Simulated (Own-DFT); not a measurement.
# Strain and stress in wurtzite GaN, 72 atoms (Ga36N36)

All numbers below are calculated, not measured. They come from Own-DFT, an in-house plane-wave density functional program, since retired, whose code no person has reviewed. Each row is one single-point run on a periodic cell that was not relaxed, without spin or spin-orbit coupling.

Settings of every run: PBE; PseudoDojo norm-conserving scalar-relativistic files (stringent for Ga); cutoff 96 hartree; 4 x 4 x 3 k mesh centred on Gamma; Gaussian smearing of 0.01 eV.

Known limits: forces not confirmed at this smearing and k mesh; stress not checked against mesh or cutoff.

Unstrained cell vectors in Å: (9.567, 0.000, 0.000); (-4.784, 8.285, 0.000); (0.000, 0.000, 10.370). The unstrained cell has measured lattice constants (interpolated for alloys), not those of this functional. That, the random moves and any unrelaxed bonds set the pressure at no strain. Each run strains this cell uniformly, with the atoms carried along. Every atom was also moved at random, by a Gaussian of width 0.05 Å on each axis. Strain is the symmetric tensor, in per cent. Stress is positive in tension, and the pressure is minus a third of its trace.

| run | e_xx (%) | e_yy (%) | e_zz (%) | s_xx (GPa) | s_yy (GPa) | s_zz (GPa) | P (GPa) | E (meV/atom) |
|---|---|---|---|---|---|---|---|---|
| 1 | 0.00 | 0.00 | 0.50 | -5.83 | -7.02 | -5.57 | 6.14 | 14.0 |
| 2 | 0.00 | 0.00 | -1.75 | -7.41 | -9.81 | -15.47 | 10.90 | 34.1 |
| 3 | 0.00 | 0.00 | -1.00 | -7.17 | -9.18 | -10.14 | 8.83 | 9.3 |
| 4 | 0.00 | 0.00 | 1.25 | -5.09 | -7.68 | -1.41 | 4.73 | 13.5 |
| 5 | 0.00 | 0.00 | 3.00 | -4.81 | -4.33 | 4.94 | 1.40 | 0.0 |
| 6 | 0.00 | 0.00 | 1.00 | -6.85 | -7.89 | -1.65 | 5.46 | 18.5 |
| 7 | 0.00 | 0.00 | 2.50 | -5.47 | -4.75 | 3.60 | 2.21 | 3.0 |
| 8 | 0.00 | 0.00 | -1.50 | -9.52 | -9.22 | -13.35 | 10.70 | 44.5 |
| 9 | 0.00 | 0.00 | 2.00 | ? | ? | ? | ? | ? |

E is the free energy for each atom above the lowest run shown.

## Worked fit

The change of volume is close to e_xx + e_yy + e_zz. A straight line through the runs shown gives P = 7.30 - 201 x (fractional change of volume) GPa, with an error of 6 on the slope and a scatter of 0.28 GPa. The strain isn't the same on all axes and the cell isn't cubic, so the slope belongs to this path and is not the bulk modulus.

## Withheld run

Question: what pressure should run 9 give? Its volume changes by 2.00 %.

The line gives 3.3 GPa. The calculation gave 3.68 GPa.
